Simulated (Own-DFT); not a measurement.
# Response to strain: wurtzite GaN, 72 atoms (Ga36N36)

All numbers below are calculated, not measured. The program, named Own-DFT, is a retired in-house plane-wave density functional code that no person has reviewed. Each row is one single-point run on a periodic cell that was not relaxed, without spin or spin-orbit coupling.

Settings of every run: PBE; PseudoDojo norm-conserving scalar-relativistic files (stringent for Ga); cutoff 96 hartree; 4 x 4 x 3 k mesh centred on Gamma; Gaussian smearing of 0.01 eV.

Known limits: forces not confirmed at this smearing and k mesh; stress not checked against mesh or cutoff.

Unstrained cell vectors in Å: (9.567, 0.000, 0.000); (-4.784, 8.285, 0.000); (0.000, 0.000, 10.370). The unstrained cell has measured lattice constants (interpolated for alloys), not those of this functional. That, the random moves and any unrelaxed bonds set the pressure at no strain. Each run strains this cell uniformly, with the atoms carried along. Every atom was also moved at random, by a Gaussian of width 0.05 Å on each axis. Strain is the symmetric tensor, in per cent. Stress is positive in tension, and the pressure is minus a third of its trace.

| run | e_xx (%) | e_yy (%) | e_zz (%) | s_xx (GPa) | s_yy (GPa) | s_zz (GPa) | P (GPa) | E (meV/atom) |
|---|---|---|---|---|---|---|---|---|
| 1 | 0.00 | 0.00 | 0.75 | -5.98 | -6.98 | -4.00 | 5.65 | 10.8 |
| 2 | 0.00 | 0.00 | -1.25 | -7.55 | -7.15 | -13.00 | 9.23 | 8.4 |
| 3 | 0.00 | 0.00 | 1.75 | -5.21 | -8.35 | 0.80 | 4.25 | 25.9 |
| 4 | 0.00 | 0.00 | -0.25 | -7.79 | -7.16 | -7.00 | 7.32 | 15.2 |
| 5 | 0.00 | 0.00 | -1.25 | -8.40 | -7.36 | -13.53 | 9.76 | 25.4 |
| 6 | 0.00 | 0.00 | 2.75 | -5.85 | -5.44 | 3.78 | 2.50 | 14.6 |
| 7 | 0.00 | 0.00 | 2.75 | -4.35 | -5.34 | 4.15 | 1.85 | 0.0 |
| 8 | 0.00 | 0.00 | -0.25 | -7.97 | -5.06 | -10.25 | 7.76 | 19.6 |
| 9 | 0.00 | 0.00 | 1.75 | -5.74 | -5.89 | -0.04 | 3.89 | 12.5 |
| 10 | 0.00 | 0.00 | 0.75 | -6.42 | -6.41 | -4.00 | 5.61 | 9.9 |
| 11 | 0.00 | 0.00 | -0.50 | ? | ? | ? | ? | ? |

E is the free energy for each atom above the lowest run shown.

## Worked fit

The change of volume is close to e_xx + e_yy + e_zz. A straight line through the runs shown gives P = 7.14 - 181 x (fractional change of volume) GPa, with an error of 6 on the slope and a scatter of 0.28 GPa. The strain isn't the same on all axes and the cell isn't cubic, so the slope belongs to this path and is not the bulk modulus.

## Withheld run

Question: what pressure should run 11 give? Its volume changes by -0.50 %.

The line gives 8.0 GPa. The calculation gave 8.18 GPa.
